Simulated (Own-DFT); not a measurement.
# Computed records: Si₃N₄ (beta silicon nitride, atoms displaced)

A calculation, not a measurement: plane-wave PBE density functional theory by an unreviewed code, no spin, of a simulated periodic cell, stress positive in tension, free energy of the whole cell less one offset for each atom, forces on such cells moved up to 12 meV/angstrom on a denser k mesh; offsets are fitted by least squares, one for each functional and potential file, so energies compare only between cells with the same atoms and settings and are not formation energies; the far tail of each file's local potential was reset to the Coulomb form; each entry is a single point on an unrelaxed cell, so the pressure reflects the starting lattice, mostly measured values (interpolated for alloys), from which strain is counted, and rises with the displacements; printed positions are rounded, which can move forces by about a meV/angstrom; the program, named Own-DFT, is a retired in-house code; no spin-orbit coupling; before rounding, a Quantum ESPRESSO 7.3.1 run of the same cell and cutoff gave forces within 1 meV/angstrom rms on each cell, which checks the program and not the settings. Program: Own-DFT development build.

Common to all runs: functional PBE; potential files PseudoDojo norm-conserving, scalar-relativistic, standard set; wave cutoff 42 hartree; occupations Fermi-Dirac; smearing width 0.1 eV; k mesh 2 x 2 x 4 centred on Gamma.

(1) Si₃N₄ (beta silicon nitride, atoms displaced)

```
Si3N4
1.0
     15.2120     0.0000     0.0000
     -7.6060    13.1740     0.0000
      0.0000     0.0000     5.8180
Si N Si N Si N Si N Si N Si N Si N Si N
6 8 6 8 6 8 6 8 6 8 6 8 6 8 6 8
Direct
  0.08707 0.38421 0.12350
  0.11540 0.20102 0.12833
  0.30035 0.41441 0.11963
  0.41363 0.11622 0.37276
  0.38454 0.29805 0.37480
  0.20207 0.08336 0.37631
  0.16807 0.01635 0.12497
  0.48403 0.14939 0.11942
  0.34717 0.33254 0.12441
  0.33255 0.48387 0.37724
  0.01442 0.34952 0.37637
  0.15065 0.16644 0.37673
  0.16823 0.33407 0.12351
  0.33512 0.16850 0.37039
  0.08493 0.38472 0.62654
  0.11465 0.20118 0.62889
  0.29641 0.41127 0.62626
  0.41336 0.11574 0.87451
  0.38376 0.29747 0.87336
  0.20074 0.08590 0.87941
  0.16527 0.01697 0.62308
  0.48521 0.15106 0.62676
  0.34639 0.33256 0.62475
  0.33206 0.48436 0.88001
  0.01578 0.35078 0.87623
  0.15153 0.16528 0.87149
  0.16837 0.33448 0.62869
  0.33525 0.16700 0.87690
  0.08664 0.88542 0.12559
  0.11408 0.70266 0.12936
  0.29818 0.91382 0.12274
  0.41132 0.61634 0.37166
  0.38647 0.80004 0.37358
  0.20294 0.58723 0.37771
  0.16639 0.51763 0.13030
  0.48117 0.64819 0.12674
  0.34853 0.83254 0.12193
  0.33200 0.98240 0.37355
  0.01461 0.84983 0.37776
  0.15105 0.66578 0.37860
  0.16682 0.83220 0.12652
  0.33383 0.66416 0.38030
  0.08688 0.88655 0.62466
  0.11773 0.70229 0.62430
  0.29498 0.91158 0.62032
  0.41211 0.61460 0.86879
  0.38430 0.79691 0.87140
  0.20224 0.58699 0.87949
  0.16763 0.51637 0.62530
  0.48350 0.64825 0.62757
  0.35145 0.83531 0.62456
  0.33474 0.98439 0.87949
  0.01547 0.84814 0.87322
  0.15190 0.66738 0.86808
  0.16552 0.83302 0.62475
  0.33343 0.66826 0.87241
  0.58757 0.38605 0.12468
  0.61402 0.20089 0.12466
  0.79836 0.41415 0.12662
  0.91424 0.11593 0.37571
  0.88378 0.29786 0.37501
  0.70161 0.08752 0.36679
  0.66527 0.01437 0.12798
  0.98331 0.14859 0.12707
  0.85008 0.33129 0.12326
  0.83264 0.48217 0.37391
  0.51532 0.35016 0.37568
  0.64944 0.16475 0.37283
  0.66768 0.33533 0.12779
  0.83358 0.16643 0.36968
  0.58894 0.38497 0.62228
  0.61494 0.20181 0.62573
  0.79575 0.41262 0.62083
  0.91288 0.11672 0.87386
  0.88354 0.29669 0.87769
  0.70309 0.08697 0.87267
  0.66468 0.01475 0.62051
  0.98573 0.15058 0.62448
  0.84662 0.32911 0.62876
  0.83598 0.48540 0.87485
  0.51625 0.35102 0.87480
  0.65007 0.16483 0.87752
  0.66808 0.33439 0.62399
  0.83678 0.16728 0.87865
  0.58500 0.88639 0.12066
  0.61648 0.70236 0.12341
  0.79669 0.91273 0.12656
  0.91325 0.61510 0.37097
  0.88263 0.79853 0.37771
  0.70055 0.58637 0.37114
  0.66505 0.51381 0.12463
  0.98445 0.65202 0.12221
  0.84854 0.83455 0.12262
  0.83491 0.98599 0.38118
  0.51811 0.85037 0.37979
  0.64988 0.66461 0.37204
  0.66791 0.83625 0.12427
  0.83211 0.66525 0.37413
  0.58712 0.88639 0.62760
  0.61536 0.70095 0.62307
  0.79841 0.91231 0.62528
  0.91229 0.61341 0.87619
  0.88601 0.79785 0.88065
  0.69911 0.58647 0.87314
  0.66572 0.51583 0.62142
  0.98570 0.65079 0.62463
  0.85043 0.83497 0.62506
  0.83512 0.98527 0.87606
  0.51498 0.84832 0.87674
  0.65003 0.66659 0.87784
  0.66672 0.83556 0.62260
  0.83473 0.66903 0.87499
```

| Quantity | Value |
| --- | --- |
| free energy of cell above offsets | -19.741 eV |
| pressure | 5.45 GPa |
| stress xx | -4.71 GPa |
| stress yy | -4.56 GPa |
| stress zz | -7.09 GPa |
| stress yz | 0.34 GPa |
| stress xz | -0.03 GPa |
| stress xy | 0.16 GPa |

Force:
```
element  x (eV/Å)  y (eV/Å)  z (eV/Å)
     Si      0.95       0.2     0.711
     Si    -0.426     1.201    -0.521
     Si    -1.368    -0.791     1.965
     Si    -0.535    -0.211     0.152
     Si    -0.266    -0.321    -0.041
     Si     -0.04     2.891    -0.354
      N    -0.474    -1.206     0.167
      N     0.603     0.058     1.052
      N      0.75     0.196    -0.155
      N     0.574     0.254    -0.349
      N    -0.087     0.294    -0.276
      N     0.865    -1.119     0.084
      N    -0.369    -0.487     0.031
      N    -0.264    -1.084     0.293
     Si     1.799     0.132     -0.29
     Si     0.142     1.553    -0.815
     Si    -0.738     0.781    -0.213
     Si    -0.783    -0.296    -0.275
     Si     0.409    -0.493     0.186
     Si     1.426     1.406    -1.037
      N     0.002     -0.98     1.084
      N     0.129    -0.303    -0.678
      N     0.961    -0.006     0.043
      N     0.532     0.596    -1.649
      N    -0.764    -0.089    -0.013
      N     -0.41    -0.294      1.26
      N    -1.405    -1.032     -0.05
      N    -1.025    -0.406    -0.207
     Si     0.947    -0.915     0.081
     Si      1.07     0.192    -1.003
     Si    -0.318    -1.378     0.226
     Si     0.762    -1.153       0.9
     Si       0.5    -1.566     0.034
     Si     0.662     0.398     0.289
      N    -0.409    -1.108    -0.625
      N     1.738     0.688    -0.968
      N     0.034     0.608     0.316
      N     0.359     1.572     0.064
      N    -0.368     0.303    -0.654
      N    -0.058     -0.17    -0.976
      N    -0.669     0.811    -0.008
      N    -1.653     2.051    -0.249
     Si     0.841    -0.946      0.01
     Si    -1.428      0.68     0.067
     Si     0.309    -0.135     1.224
     Si    -0.879       0.3     1.374
     Si    -0.041    -0.342     0.421
     Si     0.479      0.56    -0.694
      N     -0.56    -0.691     0.611
      N     0.924     0.243     -1.11
      N    -0.656     0.619    -0.403
      N     0.062      0.29    -1.567
      N    -0.049     0.791     0.579
      N    -0.042    -0.461     2.046
      N    -0.141     0.274    -0.037
      N     0.332    -0.845     0.108
     Si     0.264    -1.205    -0.009
     Si    -0.045     1.454    -0.004
     Si     0.086    -1.484    -0.939
     Si    -0.955    -0.006     0.112
     Si     0.713    -1.202     0.311
     Si     1.294     0.251     1.449
      N    -0.381     0.587    -1.547
      N     1.045     0.372    -0.578
      N    -1.773     1.524      0.59
      N     0.542      1.45     0.084
      N    -0.044     0.196    -0.165
      N    -0.504     0.086     0.333
      N     0.065    -1.022    -0.187
      N    -0.351    -0.016     0.272
     Si    -0.492    -0.324     0.482
     Si     0.418     0.618    -0.055
     Si     1.107     -0.52     1.153
     Si     0.814    -0.681     0.256
     Si     1.022    -0.523    -0.516
     Si      0.91     0.107     0.016
      N    -0.251     1.176     0.473
      N    -0.231    -0.169     0.365
      N    -1.058     1.301    -0.552
      N     0.042    -0.905    -0.188
      N    -0.329     0.055    -0.369
      N    -0.009    -0.129    -0.498
      N    -0.461     -0.91     0.075
      N    -1.934    -0.265    -0.297
     Si     1.728    -1.029     1.332
     Si    -2.064     1.333     0.519
     Si    -0.401       0.9     0.105
     Si    -0.659     0.387     1.092
     Si     0.871    -1.222    -0.614
     Si     1.279     0.434     0.198
      N    -0.302     1.004    -0.457
      N     0.355    -0.463     0.458
      N     0.339     0.102       0.8
      N     0.373    -0.462    -0.875
      N    -1.417    -0.231    -1.059
      N    -0.228     0.009     0.284
      N    -0.607    -1.329    -0.056
      N      -0.1      0.41     -0.08
     Si     1.055    -0.691    -0.101
     Si    -1.119     1.581      0.15
     Si    -1.165     0.345     0.466
     Si    -0.665     1.568    -1.076
     Si    -0.451    -0.411    -1.028
     Si     1.861     0.698     0.163
      N    -0.275    -0.139     0.346
      N    -0.082    -0.506    -0.298
      N     0.095    -0.014     0.802
      N     0.207    -0.013    -0.072
      N    -0.593     0.259    -0.574
      N     0.297    -0.588     -0.89
      N     0.695    -1.313     0.167
      N    -0.463    -1.548     0.065
```

(2) Si₃N₄ (beta silicon nitride, atoms displaced)

```
Si3N4
1.0
     15.2120     0.0000     0.0000
     -7.6060    13.1740     0.0000
      0.0000     0.0000     5.8180
Si N Si N Si N Si N Si N Si N Si N Si N
6 8 6 8 6 8 6 8 6 8 6 8 6 8 6 8
Direct
  0.08777 0.38745 0.12142
  0.11659 0.20303 0.12401
  0.29899 0.41469 0.12523
  0.41448 0.11465 0.38111
  0.38514 0.29860 0.36939
  0.20040 0.08457 0.37853
  0.16407 0.01374 0.12554
  0.48187 0.14989 0.12369
  0.34779 0.33338 0.12631
  0.33510 0.48375 0.37912
  0.01437 0.34825 0.37145
  0.15302 0.16695 0.37246
  0.16625 0.33263 0.12623
  0.33482 0.16953 0.37604
  0.08349 0.38225 0.62233
  0.11540 0.20167 0.62181
  0.29698 0.41319 0.62044
  0.41401 0.11570 0.87329
  0.38135 0.29588 0.87898
  0.20441 0.08735 0.87255
  0.16675 0.01687 0.62614
  0.48449 0.15292 0.62762
  0.34817 0.33355 0.62721
  0.33536 0.48410 0.87631
  0.01429 0.34850 0.87626
  0.14953 0.16509 0.88245
  0.16474 0.33212 0.63011
  0.33250 0.16478 0.87327
  0.08675 0.88245 0.12461
  0.11396 0.69980 0.11586
  0.30101 0.91654 0.12913
  0.41611 0.61848 0.37413
  0.38532 0.79860 0.37518
  0.20288 0.58635 0.36409
  0.16379 0.51400 0.12301
  0.48437 0.64942 0.11715
  0.34910 0.83576 0.13111
  0.33401 0.98329 0.37707
  0.01561 0.84947 0.37429
  0.15071 0.66432 0.37700
  0.16786 0.83108 0.12551
  0.33306 0.66585 0.37626
  0.08678 0.88526 0.62862
  0.11669 0.70342 0.62456
  0.29691 0.91054 0.62534
  0.40988 0.61363 0.88017
  0.38494 0.79920 0.87965
  0.20193 0.58572 0.87817
  0.16445 0.51364 0.62540
  0.48571 0.64721 0.62396
  0.35046 0.83410 0.63120
  0.33317 0.98533 0.87733
  0.01537 0.84907 0.87195
  0.15285 0.66842 0.87747
  0.16374 0.82947 0.62614
  0.33246 0.66657 0.87707
  0.58738 0.38476 0.12614
  0.61625 0.20080 0.11915
  0.79901 0.41237 0.12430
  0.91246 0.11350 0.37305
  0.88773 0.29932 0.37365
  0.69950 0.08568 0.37355
  0.66482 0.01525 0.12759
  0.98342 0.15089 0.12920
  0.84961 0.33494 0.12786
  0.83261 0.48426 0.37595
  0.51338 0.34961 0.37422
  0.65194 0.16762 0.37350
  0.66545 0.33158 0.12812
  0.83144 0.16495 0.37743
  0.58560 0.38338 0.62628
  0.61557 0.20211 0.63269
  0.79646 0.41239 0.62341
  0.91503 0.11382 0.87442
  0.88606 0.29848 0.87704
  0.70395 0.08618 0.87069
  0.66467 0.01582 0.62054
  0.98623 0.15059 0.62788
  0.84913 0.33360 0.62539
  0.83154 0.48236 0.87604
  0.51477 0.34817 0.87676
  0.65066 0.16744 0.87461
  0.66833 0.33697 0.62659
  0.83425 0.16640 0.87805
  0.58745 0.88513 0.12090
  0.61390 0.69928 0.12449
  0.79599 0.91526 0.12580
  0.91288 0.61451 0.36650
  0.88280 0.79700 0.37496
  0.70043 0.58623 0.38056
  0.66616 0.51455 0.12075
  0.98287 0.64976 0.12312
  0.85073 0.83514 0.12838
  0.83282 0.98412 0.38199
  0.51667 0.85211 0.37472
  0.65134 0.66766 0.37088
  0.66560 0.83001 0.12427
  0.83509 0.67097 0.37425
  0.58600 0.88271 0.62625
  0.61375 0.70054 0.62537
  0.79876 0.91401 0.62619
  0.91225 0.61422 0.87759
  0.88297 0.79739 0.87822
  0.70066 0.58684 0.87520
  0.66939 0.51706 0.62798
  0.98543 0.65185 0.62523
  0.84885 0.83377 0.63123
  0.83608 0.98593 0.87487
  0.51632 0.84976 0.87063
  0.65043 0.66753 0.87496
  0.66795 0.83497 0.62515
  0.83458 0.66873 0.87264
```

| Property | Result |
| --- | --- |
| free energy of cell above offsets | -19.326 eV |
| pressure | 5.42 GPa |
| stress xx | -4.08 GPa |
| stress yy | -4.93 GPa |
| stress zz | -7.25 GPa |
| stress yz | 0.33 GPa |
| stress xz | -0.21 GPa |
| stress xy | -0.02 GPa |

Force:
```
element  x (eV/Å)  y (eV/Å)  z (eV/Å)
     Si     1.024    -2.429     0.325
     Si    -0.709     0.298     0.718
     Si    -0.821    -1.234     0.285
     Si    -1.868     0.765    -1.173
     Si    -0.623    -0.907     1.572
     Si     1.197     1.466    -1.346
      N     0.085     0.194    -0.131
      N     1.686     0.097     0.501
      N    -0.133     0.561    -0.334
      N     0.136     1.561    -1.274
      N     0.597      0.77    -0.173
      N    -0.529    -0.318     0.459
      N    -0.269     1.142     0.002
      N     0.212    -1.728    -0.003
     Si     1.417      0.31     0.418
     Si     0.638     0.664     0.785
     Si    -0.469    -1.263     1.389
     Si    -1.403     0.002     0.671
     Si     0.821    -0.389    -0.903
     Si    -0.598     0.022     1.372
      N    -0.215     -1.21      0.15
      N     1.271    -0.093    -0.073
      N     0.151     0.297    -0.422
      N    -0.122      0.16    -0.365
      N     0.129     0.547    -0.216
      N     0.542    -0.524    -1.752
      N     0.139     0.396    -0.369
      N     0.283     0.796     0.085
     Si     0.593      -0.1    -0.006
     Si    -0.227     1.403     2.387
     Si    -1.704    -1.582     -0.85
     Si    -0.758    -1.021     0.025
     Si     0.118    -0.756     0.615
     Si    -0.046     0.375     2.654
      N     0.013     0.618    -0.207
      N     0.116    -0.058     1.421
      N     1.045    -0.082    -0.622
      N     0.347     0.934     0.938
      N    -0.403     0.192     0.425
      N    -0.314    -0.168    -1.105
      N    -0.339     0.668    -0.024
      N     0.415     0.549    -0.245
     Si     0.474    -0.697    -1.008
     Si     -0.46     -0.92    -0.228
     Si    -1.266    -0.131     0.722
     Si     0.109     0.423    -1.658
     Si     0.203    -0.921     0.221
     Si    -0.049     0.709    -1.697
      N    -0.173     0.279    -0.456
      N    -1.083    -0.191      0.55
      N     0.035     0.243    -0.753
      N     0.531    -0.274    -0.742
      N    -0.558     0.069     0.851
      N     0.866    -1.295    -1.104
      N     0.571     2.297    -0.048
      N     0.109     0.252     0.144
     Si     0.536    -0.761    -0.193
     Si    -1.656     1.155     1.757
     Si    -1.761    -0.427      0.41
     Si    -1.135     0.978     1.063
     Si    -1.478    -2.037     0.486
     Si     1.108     1.392     0.258
      N    -0.175    -0.299    -1.331
      N     1.172    -0.004    -0.636
      N     0.855    -0.131    -0.423
      N      0.42     0.323    -0.543
      N     0.893     0.896     0.206
      N     -0.61    -0.454      0.51
      N     0.391     0.326    -0.138
      N     0.395     0.505    -0.117
     Si     0.277     0.316    -0.032
     Si    -0.395     1.698    -2.142
     Si     0.255     0.081     0.313
     Si    -1.179     1.299     0.456
     Si     -0.83    -1.155    -0.175
     Si     0.144     0.759     0.425
      N     -0.33    -0.931     0.869
      N     -0.33    -0.569    -0.871
      N     0.232     0.373    -0.032
      N     0.552     0.968    -0.171
      N    -0.754     0.074    -0.044
      N     1.545    -1.456    -0.104
      N    -0.452    -1.892    -0.023
      N     0.093     0.035    -0.145
     Si     0.935    -0.699     0.579
     Si    -0.141     1.409    -0.397
     Si     0.636    -1.511     0.296
     Si    -1.179      0.83     2.278
     Si     0.732     0.785     0.712
     Si     1.545     1.031    -1.378
      N    -0.471     0.449     1.203
      N     1.269      0.07     -0.31
      N    -1.177     1.052    -0.359
      N     0.297     0.296    -1.204
      N    -0.577     -0.45    -0.335
      N     0.098    -0.913     0.963
      N    -0.678     1.112    -0.028
      N    -0.046    -2.663    -0.083
     Si     1.171     0.796    -0.895
     Si     0.573      1.85    -0.258
     Si    -0.379    -1.197     0.489
     Si    -1.002     0.287     -1.57
     Si     0.856    -0.153     0.026
     Si      1.37     1.218     0.255
      N    -0.886    -1.237    -0.316
      N     -0.02    -0.842    -0.262
      N    -0.243     0.556    -0.873
      N    -0.105    -0.529     0.327
      N    -1.026    -0.254     1.001
      N     0.585    -0.985    -0.219
      N    -0.196    -0.862     0.056
      N    -0.456    -1.278     0.273
```
